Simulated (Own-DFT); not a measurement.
# Response to strain: C40 NbSi2, 36 atoms (Nb12Si24)

These are calculations, not measurements. The program, named Own-DFT, is a retired in-house plane-wave density functional code that no person has reviewed. Each row is one single-point run on a periodic cell that was not relaxed, without spin or spin-orbit coupling.

Settings of every run: PBEsol; PseudoDojo norm-conserving scalar-relativistic files, made for PBE; cutoff 42 hartree; 4 x 4 x 5 k mesh centred on Gamma; cold (Marzari-Vanderbilt) smearing of 0.2 eV.

Known limits: forces on such cells failed a check on a denser k mesh; stress not checked against mesh or cutoff.

Unstrained cell vectors in Å: (0.000, 8.324, 0.000); (-9.613, 0.000, 0.000); (0.000, 0.000, 6.586). The unstrained cell was taken from the Materials Project. The random moves and any unrelaxed bonds add to the pressure at no strain. Each run strains this cell uniformly, with the atoms carried along. Every atom was also moved at random, by a Gaussian of width 0.05 Å on each axis. Strain is the symmetric tensor, in per cent. Stress is positive in tension, and the pressure is minus a third of its trace.

```
run,e_xx (%),e_yy (%),e_zz (%),e_yz (%),e_xz (%),e_xy (%),s_xx (GPa),s_yy (GPa),s_zz (GPa),s_yz (GPa),s_xz (GPa),s_xy (GPa),P (GPa),E (meV/atom)
1,0.51,0.45,-1.89,1.84,-1.07,-0.91,1.99,2.13,-8.63,6.10,-2.77,-3.21,1.50,7.9
2,0.10,1.30,1.19,0.35,-0.34,0.60,2.79,7.18,5.35,1.34,-1.21,1.52,-5.11,16.4
3,-0.10,0.61,1.98,1.53,-1.41,0.50,2.92,5.21,8.23,5.18,-4.27,1.39,-5.46,10.2
4,-0.77,0.39,0.20,-0.30,0.41,0.90,-1.26,2.61,-0.28,-0.73,0.80,2.36,-0.36,9.0
5,1.67,-0.78,-0.32,-1.10,-1.98,-1.85,6.10,0.33,-1.30,-3.39,-6.05,-5.61,-1.71,7.9
6,0.11,1.86,-0.54,1.42,-0.50,0.36,3.05,7.50,-1.11,4.55,-1.55,1.13,-3.14,0.0
7,-1.12,0.03,1.83,1.43,1.80,0.12,-1.18,2.40,6.11,4.16,5.38,0.18,-2.44,11.0
8,1.37,-0.03,-0.03,0.13,1.54,1.73,6.02,1.89,0.70,0.04,4.37,5.08,-2.87,10.1
9,-0.35,-1.74,1.53,1.27,0.82,0.43,0.48,-4.40,4.94,4.18,2.51,1.25,-0.34,0.2
10,0.09,-0.40,1.77,1.92,-1.88,0.82,2.36,1.85,5.88,5.30,-5.91,2.53,-3.36,20.9
11,0.04,-0.66,-0.20,1.36,1.28,-0.43,0.53,-0.64,-1.88,4.31,4.17,-1.50,0.66,6.4
12,0.01,0.06,0.95,-1.11,0.70,-0.31,1.94,2.39,4.00,-3.41,2.10,-0.63,-2.77,5.9
13,-1.21,0.34,1.44,-1.97,-0.81,0.81,-2.24,2.69,4.94,-5.09,-2.33,2.47,-1.80,17.8
14,-0.02,1.30,1.50,0.16,1.11,0.13,3.88,6.80,7.45,0.67,3.52,0.25,-6.04,0.2
15,1.76,0.91,-1.70,1.79,0.41,0.38,6.70,4.36,-6.11,5.44,0.99,0.96,-1.65,13.6
16,-1.80,1.53,-0.36,-1.92,1.65,0.28,?,?,?,?,?,?,?,?
```

E is the free energy for each atom above the lowest run shown.

## Worked fit

Each stress component was fitted by least squares to a constant and the strains of the runs shown, as fractions, with shears doubled. Shear strains stay in the fit of a normal stress only where such slopes are resolved. The slopes, in GPa:

| stress | at no strain | per e_xx | per e_yy | per e_zz | scatter |
|---|---|---|---|---|---|
| s_xx | 1.2 | 353 ± 16 | 73 ± 12 | 77 ± 12 | 0.42 |
| s_yy | 1.5 | 72 ± 16 | 348 ± 12 | 74 ± 11 | 0.40 |
| s_zz | -0.7 | 86 ± 19 | 78 ± 14 | 439 ± 14 | 0.48 |

Each shear stress against twice its own strain: yz 149 ± 4, xz 152 ± 3, xy 150 ± 4 GPa. These are stiffnesses along x, y and z of the frame in which the cell vectors are given, which need not be the crystal's axes. The atoms are held to the strained lattice; where symmetry lets them move under strain, relaxing them would lower some slopes. The table should be nearly symmetric about its diagonal, and what it lacks of that shows the noise. A ninth of its sum, 178 ± 9 GPa, estimates the bulk modulus near the mean pressure of these runs, -2.3 GPa.

## Withheld run

Question: what normal stresses and pressure should run 16 give?

The fit gives s_xx = -4.3, s_yy = 5.2, s_zz = -2.6 and P = 0.6 GPa. The calculation gave -4.70, 5.21, -2.50 and P = 0.66 GPa.
